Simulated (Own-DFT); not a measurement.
Simulation results for In3GaP4 (zincblende random alloy, atoms displaced)

A calculation, not a measurement: plane-wave PBE density functional theory by an unreviewed code, no spin, of a simulated periodic cell, stress positive in tension, free energy of the whole cell less one offset for each atom, forces on such cells passed a denser k mesh, this cell's mesh not checked; offsets are fitted by least squares, one for each functional and potential file, so energies compare only between cells with the same atoms and settings and are not formation energies; the far tail of each file's local potential was reset to the Coulomb form; each entry is a single point on an unrelaxed cell, so the pressure reflects the starting lattice, mostly measured values, from which strain is counted, and rises with the displacements; printed positions are rounded, which can move forces by about a meV/angstrom; the program is a retired in-house code; no spin-orbit coupling. Program: Own-DFT development build.

Common to all runs: functional PBE; potential files PseudoDojo norm-conserving, scalar-relativistic, standard set; wave cutoff 42 hartree; occupations Fermi-Dirac; smearing width 0.1 eV; k mesh 3 x 3 x 3 centred on Gamma.

(1) 
```xyz
64
Lattice="11.5283 0.0000 0.0000 0.0000 11.5283 0.0000 0.0000 0.0000 11.5283" Properties=species:S:1:pos:R:3:force_x:R:1:force_y:R:1:force_z:R:1 formula=In3GaP4 free_energy_of_cell_above_offsets=-27.469 pressure=4.75 stress_xx=-4.74 stress_yy=-4.64 stress_zz=-4.86 stress_yz=0.43 stress_xz=-0.84 stress_xy=0.89
In     0.0695     0.0185     0.0000     -0.926     -0.126      1.044
In     0.1338     2.9125     2.8639     -0.773     -0.466     -0.487
Ga     2.8215     0.1062     2.7537      1.461     -1.283      0.919
Ga     2.8068     2.8967     0.0009      1.102      0.172     -0.459
P      1.5777     1.4259     1.3884     -0.434      0.547     -0.002
P      1.5618     4.2457     4.2392     -1.595      0.868       2.43
P      4.3099     1.5086     4.2778     -0.284     -1.882     -0.748
P      4.2838     4.2659     1.5375     -0.369     -0.145     -1.162
In    11.4945     0.0008     5.7512      1.508      0.558     -0.973
In    11.4890     2.9430     8.5574      2.039     -2.299      0.122
In     2.8117     0.0610     8.6215      0.321     -1.374      0.409
In     2.9487     2.8556     5.7133      0.224      1.038      0.731
P      1.6146     1.4132     7.1382     -2.141      0.772      -0.45
P      1.3032     4.2217    10.0290       2.81      0.404      0.725
P      4.2674     1.3977     9.9372      1.682      1.686      1.894
P      4.4287     4.3195     7.2442     -1.653      0.126      0.665
In     0.1752     5.7794    11.4813     -1.387     -0.134      0.298
In     0.0003     8.6682     2.8769      0.657     -1.186      0.433
In     2.8544     5.7683     3.0297      1.327      0.519     -0.987
In     2.7578     8.7070     0.0434       0.77     -0.072      0.043
P      1.4916     7.1011     1.4611     -0.054      0.957      0.586
P      1.5536    10.0285     4.2431     -0.179      1.499     -0.104
P      4.3608     7.1966     4.4333     -0.881       0.84     -1.131
P      4.3233    10.0647     1.4823      0.322      1.452     -0.101
Ga    11.4300     5.8385     5.8070      1.296     -1.185      0.776
Ga    11.5279     8.6346     8.6992      0.188      0.342      0.303
Ga     2.8180     5.7111     8.7673       0.91     -0.188      0.106
In     2.8374     8.5821     5.8192       0.19      0.168      0.417
P      1.4958     7.1479     7.4156     -1.338     -0.264     -0.589
P      1.4200    10.1998    10.1288     -0.291     -1.813     -1.491
P      4.3059     7.2861    10.1234     -0.708      0.062     -1.321
P      4.2823    10.0587     7.3070      0.548      -0.42     -0.136
Ga     5.9053     0.0239    11.3664     -1.917      0.683      1.126
In     5.8537     2.7434     2.8637      -0.88      1.755      0.578
In     8.6615     0.0972     2.9409      0.383     -0.175      0.127
In     8.7214     2.7465     0.1191      0.022      1.253     -1.259
P      7.1422     1.4540     1.4127       0.47     -2.133     -1.097
P      7.1556     4.3490     4.3409     -0.322      0.122     -0.015
P     10.1229     1.6756     4.4760       0.52     -1.544     -1.581
P     10.1162     4.3632     1.4847      1.125     -0.851     -1.234
In     5.6711     0.0532     5.8209      0.338      -0.41      0.006
Ga     5.7133     2.9041     8.4964      0.452     -0.359      1.584
In     8.8115     0.1255     8.6649     -0.895     -1.414      0.623
In     8.5582     2.9183     5.7735     -0.903      0.198      1.001
P      7.2037     1.3974     7.3814      -0.85      1.055     -0.954
P      7.0563     4.3119    10.1337      0.998     -1.354     -0.929
P     10.2693     1.4593    10.0288     -0.638      0.376      1.356
P     10.1765     4.1685     7.2188      -1.75      3.275     -2.161
In     5.6915     5.8070    11.4945     -0.268     -0.423      0.875
In     5.8547     8.6044     2.9715     -0.653      0.298     -0.483
In     8.6909     5.6653     2.8521     -0.866      0.691      0.777
In     8.7098     8.7008     0.0713     -0.947     -1.413     -0.165
P      7.2024     7.1574     1.4773      0.403      0.053     -0.235
P      7.2256    10.0910     4.3747      0.213      0.556      0.455
P     10.1593     7.0716     4.3738     -0.037      0.596      -0.16
P     10.0873     9.9704     1.4841      0.443      2.521      0.449
In     5.6781     5.8645     5.8246       1.34         -1      0.453
Ga     5.6968     8.7316     8.6795      0.649      -0.53      0.369
In     8.6582     5.7488     8.6512      0.558         -1      1.045
In     8.7746     8.6685     5.7730     -0.582     -0.386       0.55
P      7.2333     7.1106     7.2970     -0.634      2.385     -0.303
P      7.2323    10.1177    10.3041     -0.191     -0.195     -2.555
P     10.1313     7.2524    10.1677      0.377      0.127     -1.147
P     10.2142    10.1854     7.2248       -0.3     -1.929      1.146
```

Units: free_energy_of_cell_above_offsets in eV; pressure, stress_xx, stress_yy, stress_zz, stress_yz, stress_xz, stress_xy in GPa; force_x, force_y, force_z in eV/Å.

(2) 
```xyz
64
Lattice="11.5283 0.0000 0.0000 0.0000 11.5283 0.0000 0.0000 0.0000 11.5283" Properties=species:S:1:pos:R:3:force_x:R:1:force_y:R:1:force_z:R:1 formula=In3GaP4 free_energy_of_cell_above_offsets=-26.766 pressure=4.98 stress_xx=-4.97 stress_yy=-4.9 stress_zz=-5.07 stress_yz=0.35 stress_xz=-0.95 stress_xy=0.43
In    11.4914     0.1793     0.0226     -0.261      -0.91     -1.079
In    11.5196     2.9223     2.7692     -0.611     -0.482      0.871
In     2.8158     0.0211     2.8224      1.225     -0.608      1.399
In     2.8509     2.8735    11.5190      0.124     -0.044     -0.127
P      1.4400     1.3958     1.5077     -0.114      1.065     -1.014
P      1.4858     4.2503     4.2298     -1.522       0.03      1.326
P      4.3984     1.4657     4.3296      0.094     -0.648       0.29
P      4.3336     4.1869     1.5405     -0.688      1.599     -0.928
In    11.3587     0.1130     5.7830      4.587      2.696     -2.518
In    11.5162     2.7949     8.5619     -0.206      1.541      0.439
Ga     2.9024     0.0179     8.5571     -0.048      0.055      0.522
In     2.8941     2.9741     5.8104      0.688      -0.25     -0.157
P      1.5113     1.5121     7.2589      0.515     -1.677     -0.599
P      1.3979     4.3415    10.0704      0.241     -0.292     -0.307
P      4.3333     1.3920    10.0388     -2.107     -0.016      -0.57
P      4.2485     4.4871     7.2925      2.298     -2.335     -1.248
In     0.1262     5.9608    11.4412     -1.617     -1.889     -0.468
In     0.1146     8.6691     2.9395     -1.936     -0.201     -1.176
In     2.8537     5.7603     3.0406      0.374      0.095     -1.897
Ga     2.9490     8.6059    11.4823     -0.588      0.236      0.302
P      1.3548     7.1719     1.4537      2.526      1.282      0.453
P      1.4053    10.0639     4.3086      0.039      2.068      0.532
P      4.3728     7.0850     4.3421     -0.275      2.306     -0.768
P      4.2776    10.0232     1.4726     -0.884     -0.035     -1.275
In    11.4786     5.8463     5.8230      1.323     -0.505     -0.631
In     0.1473     8.7014     8.5018     -0.613      0.113      0.208
In     2.8939     5.7754     8.5953     -0.987      0.462      2.082
In     2.8717     8.7328     5.6176      1.183     -0.757      1.147
P      1.5810     7.1670     7.1693     -0.769      0.878     -0.843
P      1.5378    10.1388    10.0167      0.518       0.29      0.767
P      4.2879     7.1670    10.1346      0.406      1.399     -0.294
P      4.3133    10.1529     7.2685      0.845     -0.094      -0.58
In     5.6167    11.5209    11.4502      0.657     -1.064      0.681
In     5.8954     2.8953     2.7802      0.442     -0.477      1.433
Ga     8.5845    11.4664     2.9964       0.04       -0.2     -1.001
In     8.6333     2.8621    11.4785     -1.838      0.368      1.169
P      7.1284     1.2749     1.4190      1.513     -0.105      0.415
P      7.2404     4.3319     4.4709       0.58     -1.413     -0.609
P     10.0158     1.3130     4.2863     -1.404      2.205     -0.919
P     10.0532     4.2224     1.3427      0.047       2.18      0.425
Ga     5.8038    11.5234     5.6806     -0.377      0.054      0.563
In     5.8130     2.7729     8.7398      -1.06       1.35     -0.796
In     8.6905     0.0388     8.5445      0.182     -0.149      0.345
Ga     8.6565     2.9122     5.8427     -0.444     -0.784      -0.59
P      7.1030     1.4416     7.2354      1.004     -0.388     -2.272
P      7.1967     4.3007    10.0006      0.958      1.456      0.096
P      9.9999     1.6477    10.0606      1.036      -2.28      -0.94
P     10.1172     4.2819     7.0257     -1.287      -0.17      1.631
In     5.7752     5.7477     0.0143     -0.199     -0.567      0.312
In     5.7913     8.7541     2.8535     -0.671      -1.04      0.595
In     8.5207     5.8198     2.9243      1.421     -1.149       0.12
In     8.5181     8.7146     0.0227      1.125     -1.095     -0.065
P      7.1672     7.2224     1.5316      -0.18      0.123     -1.164
P      7.2326     9.9834     4.3689      0.422      1.458      0.644
P     10.1049     7.1956     4.3594     -0.728      1.063      -0.46
P     10.0296    10.1568     1.3624      0.064      0.103      1.577
In     5.7680     5.7843     5.7156     -0.614     -1.336      0.743
Ga     5.7455     8.6691     8.6697      0.187     -0.104     -0.012
Ga     8.6306     5.8516     8.5656      0.224     -0.659     -0.028
Ga     8.6903     8.6455     5.6376      0.219      -0.24      0.988
P      7.1509     7.1050     7.0978      1.658      2.448      1.756
P      7.2619    10.1379    10.0923     -1.387     -0.271     -1.463
P     10.1358     7.2095     9.9717     -1.319      0.526     -0.578
P     10.2697    10.2978     7.0192     -4.031     -5.217      3.548
```

Units: free_energy_of_cell_above_offsets in eV; pressure, stress_xx, stress_yy, stress_zz, stress_yz, stress_xz, stress_xy in GPa; force_x, force_y, force_z in eV/Å.

(3) 
```xyz
64
Lattice="11.5283 0.0000 0.0000 0.0000 11.5283 0.0000 0.0000 0.0000 11.5283" Properties=species:S:1:pos:R:3:force_x:R:1:force_y:R:1:force_z:R:1 formula=In3GaP4 free_energy_of_cell_above_offsets=-25.920 pressure=5.13 stress_xx=-5.19 stress_yy=-5.13 stress_zz=-5.07 stress_yz=0.08 stress_xz=0.01 stress_xy=1.77
In    11.5155    11.4958     0.0655      1.389      1.657     -1.684
In     0.1039     2.9340     2.9153     -0.783      0.573      1.901
Ga     2.9217     0.1301     2.8278      0.023     -0.887      0.254
Ga     2.7395     2.8710     0.0804      1.464     -0.229     -0.139
P      1.3769     1.4939     1.5380      1.843     -0.914     -0.874
P      1.4783     4.6058     4.3872      0.768     -1.344     -0.894
P      4.3960     1.4327     4.2768     -2.075      0.066     -0.607
P      4.4149     4.3688     1.4642      -0.36     -0.333     -1.793
In     0.0652    11.4835     5.6791      1.213     -0.467      1.521
In    11.4978     2.9970     8.6329      0.536     -1.264      1.012
In     2.7537     0.0871     8.6162      1.816     -1.616      1.754
In     2.8997     2.9665     5.7310     -0.164     -0.176      0.156
P      1.5121     1.4597     7.3137     -1.781      1.667     -2.463
P      1.5255     4.3397    10.1797       1.57     -2.166     -1.583
P      4.3909     1.3534    10.0887     -1.024      2.285     -0.266
P      4.3603     4.3325     7.2977      1.497     -1.017     -0.689
In     0.2000     5.6255    11.4817     -2.449      2.136      1.167
In    11.5262     8.6621     2.8241     -0.799      0.248      1.016
In     3.0239     5.9193     2.7285     -0.158     -1.041       0.96
In     2.9130     8.5506     0.1982      -0.78     -0.242     -1.811
P      1.3751     7.1591     1.5425     -0.298      0.065     -1.089
P      1.5413     9.9577     4.3572      0.237      1.335     -1.113
P      4.2715     7.2529     4.3586       1.72      0.053     -1.799
P      4.2880    10.0454     1.4027      0.594      0.702      2.701
In    11.4295     5.8559     5.7167      2.229     -1.778      3.243
In    11.4946     8.5332     8.5478      -0.26      2.079      1.243
In     2.8907     5.7177     8.5490       0.58     -0.065      1.746
In     3.0344     8.5966     5.7778     -1.323      0.686      1.474
P      1.5467     7.2593     7.3924     -0.326     -0.318     -2.539
P      1.4832    10.1393    10.1763     -0.099     -1.201     -0.223
P      4.3686     7.1445    10.1392      0.558      0.799     -0.525
P      4.3166    10.0677     7.2811      0.219     -0.587      1.093
In     5.6978    11.4276    11.4998      0.388      0.905      0.955
In     5.7847     2.8823     2.9135      0.227     -0.286     -0.899
Ga     8.6960    11.2614     2.8750     -0.379       1.69      0.169
In     8.5738     2.8745     0.0293      0.906     -0.355     -0.209
P      7.2092     1.4224     1.4513      0.308     -1.442      0.831
P      7.0837     4.3256     4.3480      2.405      -0.96      0.393
P     10.1474     1.2931     4.4223     -2.192      1.631     -1.663
P     10.2033     4.2686     1.4302     -0.629      0.153     -0.204
In     5.5356     0.0238     5.8152      1.934     -0.389      0.209
Ga     5.8295     2.8786     8.6741       -0.3      0.395      0.758
In     8.7604     0.0255     8.6924     -2.659     -0.727      -1.15
Ga     8.6057     2.8133     5.8029     -0.131     -0.133      0.203
P      7.1130     1.4331     7.3326      0.481      0.632     -1.033
P      7.2794     4.3860    10.1351     -1.822      0.079      -0.46
P     10.0258     1.3100    10.0284      2.073      2.865       2.24
P     10.0551     4.2863     7.2571     -1.152      0.575     -1.503
Ga     5.7803     5.8630    11.4771      0.267     -1.018      0.049
Ga     5.7266     8.6945     2.9909      0.194     -0.305     -0.809
In     8.6594     5.6762     2.8556      0.284     -0.203      0.432
In     8.6419     8.7340     0.0954     -0.695     -0.723     -1.067
P      7.2534     7.0604     1.3796     -1.338      1.294      0.541
P      7.2076    10.0555     4.2612     -0.056     -0.027      0.243
P     10.0849     7.1085     4.4876     -1.563      2.041     -3.692
P     10.1157    10.2047     1.3319     -1.219     -1.339      2.657
In     5.7432     5.8086     5.6316     -0.013      0.305      1.975
Ga     5.8621     8.7862     8.7073     -0.396     -0.934     -0.251
In     8.6208     5.8977     8.6572      0.349     -0.743       0.25
In     8.7836     8.6131     5.8034     -0.879      1.423      0.198
P      7.2632     7.2843     7.2022     -1.831      0.501      0.221
P      7.1616    10.1943    10.0661      0.731     -1.459     -0.405
P     10.1118     7.2756    10.0950      0.139     -0.689      1.081
P     10.0852    10.2205     7.2721      0.991     -1.463     -1.212
```

Units: free_energy_of_cell_above_offsets in eV; pressure, stress_xx, stress_yy, stress_zz, stress_yz, stress_xz, stress_xy in GPa; force_x, force_y, force_z in eV/Å.
